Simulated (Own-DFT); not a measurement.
## Calculated data, GaP (zincblende, strained, atoms displaced)

All values are calculated (Own-DFT development build). A calculation, not a measurement: plane-wave PBE density functional theory by an unreviewed code, no spin, of a simulated periodic cell, stress positive in tension, free energy of the whole cell less one offset for each atom, forces on such cells passed a denser k mesh, this cell's mesh not checked; offsets are fitted by least squares, one for each functional and potential file, so energies compare only between cells with the same atoms and settings and are not formation energies; the far tail of each file's local potential was reset to the Coulomb form; each entry is a single point on an unrelaxed cell, so the pressure reflects the starting lattice, mostly measured values (interpolated for alloys), from which strain is counted, and rises with the displacements; printed positions are rounded, which can move forces by about a meV/angstrom; the program, named Own-DFT, is a retired in-house code; no spin-orbit coupling.

Settings shared by all entries: functional PBE; potential files PseudoDojo norm-conserving, scalar-relativistic, standard set; wave cutoff 42 hartree; occupations Fermi-Dirac; smearing width 0.1 eV; hardware one NVIDIA H100; k mesh 3 x 3 x 3 centred on Gamma.

(1) GaP (zincblende, strained, atoms displaced)

```
cell vectors (Å)
  10.8620     0.0000     0.0000
   0.0000    10.8620     0.0000
   0.0000     0.0000    10.9361
atoms (fractions of the cell vectors)
Ga  0.00087  0.99916  0.00539
Ga  0.99704  0.24745  0.24718
Ga  0.24608  0.99770  0.24825
Ga  0.25180  0.25275  0.99951
P   0.12990  0.12314  0.12926
P   0.12396  0.37245  0.37063
P   0.37349  0.12198  0.37722
P   0.37580  0.36950  0.12498
Ga  0.99943  0.00573  0.50153
Ga  0.99921  0.24830  0.75083
Ga  0.24814  0.00111  0.74956
Ga  0.25206  0.25401  0.50244
P   0.13126  0.12969  0.62384
P   0.12412  0.36776  0.87571
P   0.37375  0.12773  0.87712
P   0.37580  0.37565  0.62134
Ga  0.99693  0.49856  0.99909
Ga  0.00041  0.75378  0.25293
Ga  0.24743  0.49916  0.24688
Ga  0.24939  0.74973  0.00155
P   0.12304  0.62916  0.12446
P   0.12759  0.87445  0.37373
P   0.37639  0.62582  0.37910
P   0.37139  0.87226  0.12640
Ga  0.00248  0.50504  0.49792
Ga  0.99679  0.74947  0.74682
Ga  0.25256  0.50254  0.75211
Ga  0.24832  0.75184  0.50011
P   0.12753  0.62349  0.62644
P   0.12693  0.87421  0.87556
P   0.37860  0.62891  0.87856
P   0.37565  0.87532  0.62716
Ga  0.50116  0.99866  0.99747
Ga  0.49728  0.25059  0.24817
Ga  0.75113  0.99984  0.24863
Ga  0.75151  0.25252  0.99856
P   0.62663  0.12170  0.12102
P   0.62537  0.37616  0.37116
P   0.87363  0.12659  0.37445
P   0.87545  0.37861  0.13158
Ga  0.50334  0.00087  0.49732
Ga  0.50497  0.25099  0.74991
Ga  0.74936  0.99940  0.75188
Ga  0.75015  0.25142  0.49592
P   0.62431  0.12627  0.62893
P   0.62714  0.37493  0.87376
P   0.87624  0.13077  0.87970
P   0.87782  0.37084  0.62552
Ga  0.50093  0.50090  0.99832
Ga  0.50050  0.74627  0.25136
Ga  0.75051  0.49830  0.25230
Ga  0.74990  0.74648  0.99837
P   0.62605  0.62071  0.12646
P   0.62427  0.87593  0.36924
P   0.87325  0.62451  0.37381
P   0.88078  0.87242  0.12349
Ga  0.50047  0.49701  0.50144
Ga  0.49472  0.74413  0.74973
Ga  0.75448  0.49867  0.75365
Ga  0.75053  0.74986  0.49830
P   0.62095  0.62660  0.62559
P   0.62916  0.87490  0.87780
P   0.87558  0.62520  0.87368
P   0.88092  0.87715  0.62276
```

| Quantity | Value |
| --- | --- |
| free energy of cell above offsets | -35.166 eV |
| pressure | 3.16 GPa |
| stress xx | -3.32 GPa |
| stress yy | -3.33 GPa |
| stress zz | -2.83 GPa |
| stress yz | 0.37 GPa |
| stress xz | -0.07 GPa |
| stress xy | 0.15 GPa |
| wall time | 531.7 s |

Force:
| element | x (eV/Å) | y (eV/Å) | z (eV/Å) |
| --- | --- | --- | --- |
| Ga | 0.374 | 0.323 | -0.551 |
| Ga | 0.417 | -0.029 | 0.188 |
| Ga | 0.764 | -0.037 | 0.436 |
| Ga | -0.213 | -0.546 | 0.273 |
| P | -0.603 | 0.527 | -0.688 |
| P | -0.017 | 0.213 | 0.407 |
| P | -0.01 | 0.333 | -0.31 |
| P | -0.09 | 1.105 | -0.251 |
| Ga | 0.627 | -0.069 | -0.337 |
| Ga | 0.242 | -0.227 | -0.226 |
| Ga | 0.326 | -0.014 | 0.18 |
| Ga | -0.092 | -0.151 | -0.783 |
| P | -0.744 | -0.322 | 0.224 |
| P | 0.092 | 1.083 | -0.072 |
| P | 0.341 | -0.26 | -0.442 |
| P | 0.188 | 0.057 | 0.951 |
| Ga | 0.486 | 0.055 | 0.14 |
| Ga | 0.011 | -0.4 | -0.05 |
| Ga | 0.334 | 0.212 | 0.17 |
| Ga | -0.044 | 0.12 | -0.093 |
| P | -0.097 | -0.579 | -0.024 |
| P | -0.575 | 0.334 | 0.56 |
| P | -0.332 | -0.402 | -0.378 |
| P | 0.687 | 0.217 | -0.118 |
| Ga | -0.069 | -0.711 | 0.096 |
| Ga | 0.658 | 0.076 | 0.307 |
| Ga | 0.004 | -0.452 | 0.201 |
| Ga | 0.344 | -0.071 | 0.237 |
| P | -0.204 | 0.302 | -0.061 |
| P | -0.48 | 0.063 | -0.186 |
| P | -0.687 | -0.644 | 0.107 |
| P | 0.005 | 0.136 | -0.289 |
| Ga | -0.406 | -0.093 | 0.265 |
| Ga | 0.442 | -0.786 | 0.268 |
| Ga | 0.175 | -0.112 | -0.294 |
| Ga | -0.153 | 0.157 | 0.635 |
| P | -0.102 | 0.524 | 0.329 |
| P | -0.323 | -0.276 | 0.399 |
| P | 0.028 | -0.287 | -0.078 |
| P | -0.123 | -0.423 | -0.87 |
| Ga | -0.168 | -0.159 | 0.402 |
| Ga | -0.788 | 0.056 | 0.122 |
| Ga | 0.491 | 0.209 | 0.008 |
| Ga | -0.226 | -0.023 | 0.51 |
| P | 0.453 | -0.257 | -0.742 |
| P | -0.121 | 0.253 | 0.215 |
| P | 0.135 | -0.967 | -0.322 |
| P | -0.138 | 0.677 | -0.363 |
| Ga | 0.013 | -0.46 | 0.281 |
| Ga | -0.249 | 0.116 | -0.246 |
| Ga | -0.088 | 0.31 | -0.066 |
| Ga | 0.132 | 0.134 | 0.453 |
| P | 0.038 | 0.305 | -0.121 |
| P | 0.305 | -0.157 | 0.49 |
| P | 0.24 | 0.242 | 0.127 |
| P | -0.893 | 0.008 | 0.232 |
| Ga | 0.188 | 0.354 | -0.322 |
| Ga | 0.692 | 0.994 | 0.007 |
| Ga | -0.361 | 0.054 | -0.768 |
| Ga | -0.251 | 0.269 | 0.146 |
| P | 0.806 | -0.437 | 0.014 |
| P | -0.606 | -0.459 | -0.544 |
| P | 0.088 | -0.018 | 0.099 |
| P | -0.872 | 0.009 | 0.117 |

(2) GaP (zincblende, strained, atoms displaced)

```
cell vectors (Å)
  10.8620     0.0000     0.0000
   0.0000    10.8620     0.0000
   0.0000     0.0000    10.9361
atoms (fractions of the cell vectors)
Ga  0.00063  0.00383  0.00129
Ga  0.99641  0.24972  0.24958
Ga  0.25028  0.99778  0.24585
Ga  0.24710  0.24975  0.99612
P   0.11723  0.12431  0.12627
P   0.12287  0.36950  0.37577
P   0.37320  0.12340  0.37792
P   0.37522  0.37132  0.12325
Ga  0.99383  0.00166  0.49741
Ga  0.00150  0.24579  0.75212
Ga  0.24713  0.00298  0.75363
Ga  0.25559  0.25255  0.49980
P   0.12662  0.12475  0.62478
P   0.12278  0.37370  0.87632
P   0.37566  0.12499  0.87667
P   0.37641  0.37262  0.62055
Ga  0.99995  0.49811  0.00193
Ga  0.00084  0.75242  0.25234
Ga  0.25220  0.49977  0.25009
Ga  0.25077  0.75129  0.00174
P   0.13247  0.62250  0.12353
P   0.12833  0.87026  0.37620
P   0.37639  0.62141  0.37330
P   0.37750  0.87791  0.12039
Ga  0.00182  0.50567  0.49900
Ga  0.99736  0.74851  0.74932
Ga  0.25391  0.50017  0.74674
Ga  0.24932  0.75377  0.50353
P   0.12856  0.62646  0.62417
P   0.12746  0.87836  0.87678
P   0.38188  0.62233  0.87847
P   0.37597  0.86990  0.62833
Ga  0.50032  0.00100  0.99606
Ga  0.49905  0.25213  0.25364
Ga  0.75288  0.99681  0.24197
Ga  0.75052  0.24536  0.00251
P   0.62577  0.12301  0.12985
P   0.63099  0.37365  0.37907
P   0.88032  0.12443  0.37254
P   0.87804  0.37573  0.12136
Ga  0.49982  0.99492  0.50025
Ga  0.49830  0.24928  0.74985
Ga  0.75551  0.00304  0.74808
Ga  0.74596  0.24982  0.49690
P   0.62853  0.12364  0.62706
P   0.62315  0.37326  0.87325
P   0.87360  0.12170  0.87411
P   0.87385  0.37587  0.62385
Ga  0.50160  0.49878  0.99925
Ga  0.49751  0.74728  0.25021
Ga  0.74775  0.50284  0.24735
Ga  0.75013  0.74801  0.99999
P   0.62487  0.62081  0.12616
P   0.62499  0.87497  0.37357
P   0.87500  0.62159  0.37295
P   0.87303  0.87808  0.12097
Ga  0.50207  0.49707  0.49853
Ga  0.50711  0.75073  0.74832
Ga  0.74754  0.49790  0.74893
Ga  0.74590  0.75082  0.49745
P   0.62737  0.62966  0.62500
P   0.62267  0.87191  0.87784
P   0.87954  0.62567  0.87880
P   0.87494  0.87424  0.62328
```

| Quantity | Value |
| --- | --- |
| free energy of cell above offsets | -35.009 eV |
| pressure | 3.22 GPa |
| stress xx | -3.35 GPa |
| stress yy | -3.39 GPa |
| stress zz | -2.91 GPa |
| stress yz | 0.37 GPa |
| stress xz | -0.42 GPa |
| stress xy | 0.26 GPa |
| wall time | 494.4 s |

Force:
| element | x (eV/Å) | y (eV/Å) | z (eV/Å) |
| --- | --- | --- | --- |
| Ga | -0.188 | -0.487 | -0.424 |
| Ga | 0.285 | 0.315 | -0.07 |
| Ga | -0.166 | 0.18 | 0.282 |
| Ga | -0.014 | -0.23 | 0.597 |
| P | 1.047 | 0.303 | 0.009 |
| P | 0.291 | 0.708 | -0.101 |
| P | 0.268 | -0.201 | -0.396 |
| P | -0.018 | 0.177 | 0.094 |
| Ga | 1.059 | -0.395 | 0.316 |
| Ga | -0.287 | 0.371 | -0.354 |
| Ga | 0.462 | -0.26 | -0.418 |
| Ga | -0.832 | -0.493 | -0.127 |
| P | -0.116 | 0.024 | -0.291 |
| P | 0.275 | 0.341 | -0.555 |
| P | -0.158 | 0.151 | -0.301 |
| P | 0.261 | 0.398 | 0.588 |
| Ga | 0.568 | 0.386 | -0.12 |
| Ga | -0.039 | -0.416 | -0.578 |
| Ga | -0.173 | -0.636 | 0.08 |
| Ga | 0.272 | -0.134 | -0.447 |
| P | -0.913 | 0.308 | 0.268 |
| P | -0.368 | 0.89 | -0.1 |
| P | -0.221 | 0.34 | 0.579 |
| P | -0.007 | -0.326 | 0.454 |
| Ga | -0.006 | -0.732 | 0.141 |
| Ga | 0.56 | 0.321 | 0.142 |
| Ga | -0.063 | -0.116 | 0.517 |
| Ga | 0.524 | -0.617 | -0.331 |
| P | -0.31 | -0.062 | 0.284 |
| P | -0.545 | -0.523 | -0.031 |
| P | -0.612 | 0.54 | -0.677 |
| P | -0.095 | 0.736 | 0.138 |
| Ga | 0.317 | 0.12 | 0.411 |
| Ga | 0.087 | -0.238 | 0.042 |
| Ga | -0.157 | 0.298 | 1.087 |
| Ga | -0.169 | 0.301 | -0.258 |
| P | -0.427 | 0.298 | -0.454 |
| P | -0.717 | 0.466 | -0.974 |
| P | -1.33 | 0.023 | -0.097 |
| P | -0.735 | -0.19 | 0.534 |
| Ga | 0.006 | 0.313 | 0.278 |
| Ga | 0.166 | -0.128 | -0.136 |
| Ga | -0.597 | -0.819 | 0.23 |
| Ga | 1.029 | -0.562 | 0.604 |
| P | -0.589 | 0.002 | -0.359 |
| P | 0.309 | -0.133 | 0.32 |
| P | 0.319 | 0.424 | 0.325 |
| P | 0.334 | -0.206 | 0.001 |
| Ga | 0.036 | -0.463 | 0.275 |
| Ga | 0.187 | 0.278 | -0.193 |
| Ga | 0.517 | -0.712 | 0.215 |
| Ga | -0.07 | -0.05 | 0.119 |
| P | -0.216 | 0.612 | -0.301 |
| P | 0.012 | 0.029 | -0.43 |
| P | -0.145 | 0.668 | 0.032 |
| P | 0.672 | -0.824 | 0.029 |
| Ga | 0.183 | 0.45 | 0.182 |
| Ga | -0.66 | -0.286 | 0.422 |
| Ga | 0.398 | 0.283 | 0.192 |
| Ga | 0.599 | -0.074 | -0.129 |
| P | -0.137 | -0.845 | -0.209 |
| P | 0.775 | 0.568 | -0.439 |
| P | -0.61 | -0.351 | -0.419 |
| P | -0.126 | -0.111 | -0.067 |

(3) GaP (zincblende, strained, atoms displaced)

```
cell vectors (Å)
  10.8620     0.0000     0.0000
   0.0000    10.8620     0.0000
   0.0000     0.0000    10.9361
atoms (fractions of the cell vectors)
Ga  0.99678  0.00213  0.99879
Ga  0.99906  0.25238  0.25132
Ga  0.24739  0.99968  0.24693
Ga  0.25118  0.24915  0.99984
P   0.12674  0.12445  0.12613
P   0.12602  0.37506  0.37528
P   0.37623  0.12365  0.37833
P   0.38143  0.37980  0.12264
Ga  0.99553  0.99873  0.50066
Ga  0.00205  0.25027  0.74874
Ga  0.25133  0.99796  0.74655
Ga  0.24768  0.25212  0.49833
P   0.12445  0.12329  0.62726
P   0.12245  0.37297  0.87521
P   0.37203  0.12608  0.87269
P   0.37987  0.37759  0.62930
Ga  0.99194  0.49781  0.00800
Ga  0.00140  0.74761  0.24790
Ga  0.25800  0.49936  0.25067
Ga  0.24637  0.75220  0.00198
P   0.12425  0.62413  0.12149
P   0.12487  0.88013  0.37395
P   0.37957  0.61758  0.36715
P   0.37814  0.87502  0.12216
Ga  0.00420  0.49828  0.49909
Ga  0.99585  0.74736  0.75092
Ga  0.24998  0.50069  0.75244
Ga  0.24695  0.74948  0.49748
P   0.12150  0.62872  0.62278
P   0.12727  0.87791  0.87465
P   0.37371  0.62300  0.87568
P   0.37349  0.87536  0.62496
Ga  0.50400  0.99730  0.99866
Ga  0.50241  0.25326  0.24572
Ga  0.75111  0.99993  0.25562
Ga  0.74972  0.25085  0.99494
P   0.62536  0.12492  0.12566
P   0.62175  0.37474  0.37882
P   0.86755  0.12369  0.37614
P   0.87384  0.37662  0.12515
Ga  0.49867  0.00194  0.49522
Ga  0.49916  0.25012  0.75102
Ga  0.75003  0.99913  0.74742
Ga  0.74890  0.25326  0.49702
P   0.62845  0.12792  0.62755
P   0.62662  0.37645  0.86991
P   0.87346  0.12799  0.87410
P   0.87478  0.37513  0.62901
Ga  0.50665  0.49832  0.99423
Ga  0.50362  0.74881  0.25273
Ga  0.75169  0.49931  0.24851
Ga  0.74928  0.75128  0.00364
P   0.62689  0.62611  0.12744
P   0.62358  0.87321  0.37930
P   0.87397  0.62076  0.37618
P   0.87303  0.87577  0.13081
Ga  0.49947  0.49186  0.50294
Ga  0.49821  0.74467  0.75077
Ga  0.74931  0.50183  0.75058
Ga  0.75010  0.75067  0.49936
P   0.62206  0.61924  0.62438
P   0.62184  0.87326  0.87578
P   0.87651  0.62124  0.87621
P   0.87641  0.87535  0.62509
```

| Quantity | Value |
| --- | --- |
| free energy of cell above offsets | -35.039 eV |
| pressure | 3.21 GPa |
| stress xx | -3.35 GPa |
| stress yy | -3.4 GPa |
| stress zz | -2.87 GPa |
| stress yz | -0.01 GPa |
| stress xz | 0.14 GPa |
| stress xy | 0.22 GPa |
| wall time | 508.4 s |

Force:
| element | x (eV/Å) | y (eV/Å) | z (eV/Å) |
| --- | --- | --- | --- |
| Ga | 0.122 | -0.141 | 0.225 |
| Ga | -0.034 | -0.488 | -0.03 |
| Ga | 0.75 | 0.016 | 0.249 |
| Ga | 0.008 | 0.313 | 0.134 |
| P | -0.496 | 0.395 | -0.207 |
| P | 0.15 | 0.161 | -0.413 |
| P | -0.44 | 0.629 | -1.018 |
| P | -0.443 | -0.542 | -0.287 |
| Ga | 0.408 | 0.441 | -0.123 |
| Ga | -0.182 | -0.126 | 0.107 |
| Ga | -0.1 | 0.227 | 0.257 |
| Ga | 0.475 | -0.304 | 0.64 |
| P | -0.067 | 0.129 | -0.56 |
| P | 0.065 | 0.43 | 0.421 |
| P | 0.492 | -0.373 | 0.256 |
| P | -1.154 | -0.539 | -0.198 |
| Ga | 1.063 | 0.231 | -0.982 |
| Ga | -0.053 | 0.07 | 0.446 |
| Ga | -1.004 | -0.258 | -0.711 |
| Ga | 0.43 | -0.112 | -0.302 |
| P | 0.213 | -0.3 | 0.564 |
| P | -0.283 | -0.62 | -0.046 |
| P | -0.01 | 0.909 | 1.528 |
| P | -0.205 | -0.163 | 0.544 |
| Ga | -0.552 | 0.041 | 0.37 |
| Ga | 0.463 | 0.362 | 0.208 |
| Ga | -0.376 | 0.017 | -0.27 |
| Ga | 0.511 | -0.018 | -0.273 |
| P | 0.434 | -0.473 | 0.305 |
| P | -0.61 | -0.275 | -0.076 |
| P | -0.057 | 0.262 | 0.389 |
| P | 0.464 | -0.413 | -0.383 |
| Ga | -0.51 | 0.649 | -0.022 |
| Ga | -0.294 | -0.39 | 0.514 |
| Ga | -0.694 | -0.242 | -0.491 |
| Ga | -0.2 | 0.018 | 0.476 |
| P | 0.313 | -0.064 | -0.179 |
| P | 0.516 | 0.021 | -0.86 |
| P | 1.018 | 0.531 | 0.145 |
| P | -0.476 | -0.907 | 0.336 |
| Ga | 0.326 | -0.126 | 1.098 |
| Ga | 0.14 | -0.268 | -0.001 |
| Ga | -0.11 | -0.014 | 0.425 |
| Ga | 0.1 | -0.049 | 0.665 |
| P | -0.509 | -0.238 | -0.507 |
| P | 0.032 | -0.358 | 0.307 |
| P | 0.186 | -0.395 | -0.216 |
| P | 0.153 | 0.068 | -0.652 |
| Ga | -0.209 | 0.54 | 0.379 |
| Ga | -0.285 | 0.203 | -0.392 |
| Ga | -0.47 | -0.001 | 0.47 |
| Ga | 0.204 | -0.031 | -0.291 |
| P | -0.092 | -0.305 | -0.365 |
| P | 0.15 | 0.208 | -0.352 |
| P | 0.31 | 0.385 | -0.099 |
| P | 0.278 | 0.051 | -0.528 |
| Ga | -0.088 | 0.802 | -0.351 |
| Ga | -0.078 | 0.294 | -0.216 |
| Ga | 0.232 | 0.023 | -0.222 |
| Ga | -0.009 | -0.465 | 0.376 |
| P | 0.33 | 0.679 | -0.123 |
| P | 0.624 | -0.211 | -0.478 |
| P | -0.484 | 0.47 | 0.263 |
| P | -0.386 | -0.364 | 0.128 |
